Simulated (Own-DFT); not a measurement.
# What a defect does to the pressure of its cell: zincblende GaAs

Calculated, not measured: single-point runs of Own-DFT, a retired in-house plane-wave DFT program that no person has reviewed, on unrelaxed cells, without spin or spin-orbit coupling.

All runs used: PBE; PseudoDojo norm-conserving scalar-relativistic files; cutoff 42 hartree; 3 x 3 x 3 k mesh centred on Gamma; Fermi-Dirac smearing of 0.1 eV.

Known weak points (not all hold for every row): not probed for a lower state with spin; forces not confirmed at this smearing and k mesh; stress not checked against mesh or cutoff.

All runs share one cell, with vectors in Å (10.862, 0.000, 0.000); (0.000, 10.862, 0.000); (0.000, 0.000, 11.796) and a volume of 1391.7 Å³, strained against the parent crystal. u is the rms random offset of the atoms per axis. The defect's site can differ from row to row.

| cell | formula | u (Å) | P (GPa) |
|---|---|---|---|
| no defect | As32Ga32 | 0.0291 | 6.69 |
| no defect | As32Ga32 | 0.0474 | 7.06 |
| no defect | As32Ga32 | 0.0475 | 6.99 |
| one In on a Ga site | As32Ga31In | 0.0299 | 7.39 |
| one In on a Ga site | As32Ga31In | 0.0303 | 7.45 |
| one In on a Ga site | As32Ga31In | 0.0306 | 7.37 |
| one As vacancy and one Ga vacancy | As31Ga31 | 0.0288 | 5.98 |
| one As vacancy and one Ga vacancy | As31Ga31 | 0.0302 | 6.00 |
| one As vacancy and one Ga vacancy | As31Ga31 | 0.0491 | 6.17 |
| one Al on a Ga site | AlAs32Ga31 | 0.0283 | 6.61 |
| one Al on a Ga site | AlAs32Ga31 | 0.0313 | 6.66 |
| one Al on a Ga site | AlAs32Ga31 | 0.0431 | 6.92 |
| one P on an As site | As31Ga32P | 0.0303 | ? |
| one P on an As site | As31Ga32P | 0.0306 | 6.41 |
| one P on an As site | As31Ga32P | 0.0461 | 6.53 |
| one P on an As site | As31Ga32P | 0.0492 | 6.73 |

## Working it out

P = P0 + c u² + a shift for each defect gives P0 = 6.58 GPa, c = 190 ± 30 GPa/Å² and a scatter of 0.07 GPa. The shifts, and each times the cell's volume:

- one In on a Ga site: 0.65 ± 0.06 GPa, 5.7 eV
- one Al on a Ga site: -0.08 ± 0.06 GPa, -0.7 eV (not resolved)
- one P on an As site: -0.37 ± 0.05 GPa, -3.2 eV
- one As vacancy and one Ga vacancy: -0.79 ± 0.05 GPa, -6.9 eV

Positive is outwards. The product with the volume (160.2 GPa Å³ to the eV) is nearly free of the cell's size; divided by the bulk modulus at the cell's pressure it gives the volume that the defect adds. The atoms around the defects weren't relaxed, which would change these numbers.

## The run left out

Asked: what pressure belongs in the blank (one P on an As site, u = 0.0303 Å)?

Estimate: 6.38 ± 0.08 GPa. The hidden result is 6.39 GPa.
